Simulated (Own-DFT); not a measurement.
# Short bonds, stiff crystals?

Everything here is calculated. The program is Own-DFT (plane waves, in-house, since retired, never reviewed by a person); positions were held fixed, and spin and spin-orbit coupling were off.

Caveats (not all hold for every row): forces on such cells moved up to 12 meV/angstrom on a denser k mesh; forces not confirmed at this smearing and k mesh; k mesh not checked against a denser one; forces on such cells passed a denser k mesh, each cell not checked; stress not checked against mesh or cutoff.

All runs are PBE with PseudoDojo norm-conserving files; cutoff and k mesh are each material's own. Every cell starts from measured lattice constants and was given uniform random strains and small random moves of its atoms. Each triple is the change of volume in per cent, the rms move u in Å and the pressure in GPa.

- 4H SiC (C36Si36), 10.36 Å³/atom unstrained: (-1.71, 0.049, 9.38); (-1.09, 0.049, 7.84); (-1.06, 0.050, 8.17); (-0.20, 0.052, 5.91); (0.89, 0.050, 3.04); (1.27, 0.050, 2.33); (3.46, 0.051, -1.92)
- wurtzite AlN (Al64N64), 10.45 Å³/atom unstrained: (-3.07, 0.049, 12.47); (-2.15, 0.048, 10.35); (-0.66, 0.049, 7.54); (0.67, 0.047, 4.37); (0.79, 0.048, 4.16); (0.89, 0.055, 4.19); (3.30, 0.048, -0.76)
- wurtzite GaN (Ga48N48), 11.42 Å³/atom unstrained: (-1.09, 0.051, 9.86); (-0.40, 0.052, 8.95); (0.35, 0.048, 6.66); (1.11, 0.052, 5.70); (1.20, 0.051, 5.41); (1.26, 0.047, 5.03); (2.54, 0.050, 2.73)
- diamond silicon (Si64), 20.02 Å³/atom unstrained: (-2.64, 0.052, 5.37); (-1.74, 0.048, 4.25); (-1.42, 0.049, 4.40); (-1.24, 0.055, 4.04); (0.58, 0.052, 2.00); (1.55, 0.048, 0.92); (1.62, 0.051, 1.17)
- zincblende InP (In48P48), 25.27 Å³/atom unstrained: withheld
- grey tin (Sn64), 34.15 Å³/atom unstrained: (-3.64, 0.053, 5.81); (-1.81, 0.043, 4.70); (0.06, 0.049, 3.65); (1.00, 0.048, 3.22); (1.68, 0.050, 2.99); (1.80, 0.054, 2.89); (2.10, 0.055, 2.75)

## Analysis

Fit a line to each set against the fractional change of volume; B is minus its slope, and u is nearly the same within a set. To take it to zero pressure, assume that B rises by 4 GPa for each GPa: B0 = B - 4 x (mean pressure). The bond length of an ideal tetrahedral crystal with the unstrained volume v is d = (√3/4)(8 v)^(1/3). Cohen's empirical rule reads B0 = (1971 - 220 L) d^(-3.5) GPa, with L = 0 for group IV crystals and SiC and 1 for III-V compounds.

```
material,L,d (Å),B (GPa),mean P (GPa),B0 (GPa),rule (GPa)
4H SiC (C36Si36),0,1.888,224 ± 7,5.0,204 ± 7,213
wurtzite AlN (Al64N64),1,1.893,208 ± 3,6.0,184 ± 3,188
wurtzite GaN (Ga48N48),1,1.950,201 ± 10,6.3,176 ± 10,169
diamond silicon (Si64),0,2.352,103 ± 5,3.2,90 ± 5,99
zincblende InP (In48P48),1,2.541,?,?,?,67
grey tin (Sn64),0,2.810,53 ± 2,3.7,38 ± 2,53
```

A line through ln[B0/(1971 - 220 L)] against ln d has a slope of -4.3 ± 0.2 and a scatter of 7 %. Against the rule, B0 stands at 96 % for 4H SiC, 98 % for wurtzite AlN, 104 % for wurtzite GaN, 92 % for diamond silicon, 71 % for grey tin. PBE tends to make silicon and heavier crystals too soft, and the rule itself is only a guide.

## Prediction

The question: what B0 does the fitted trend give for zincblende InP (In48P48)?

Estimate: 54 GPa. Its own runs give B = 76 ± 3 GPa at a mean pressure of 3.3 GPa, so B0 = 63 GPa. It lies off the trend of the others.
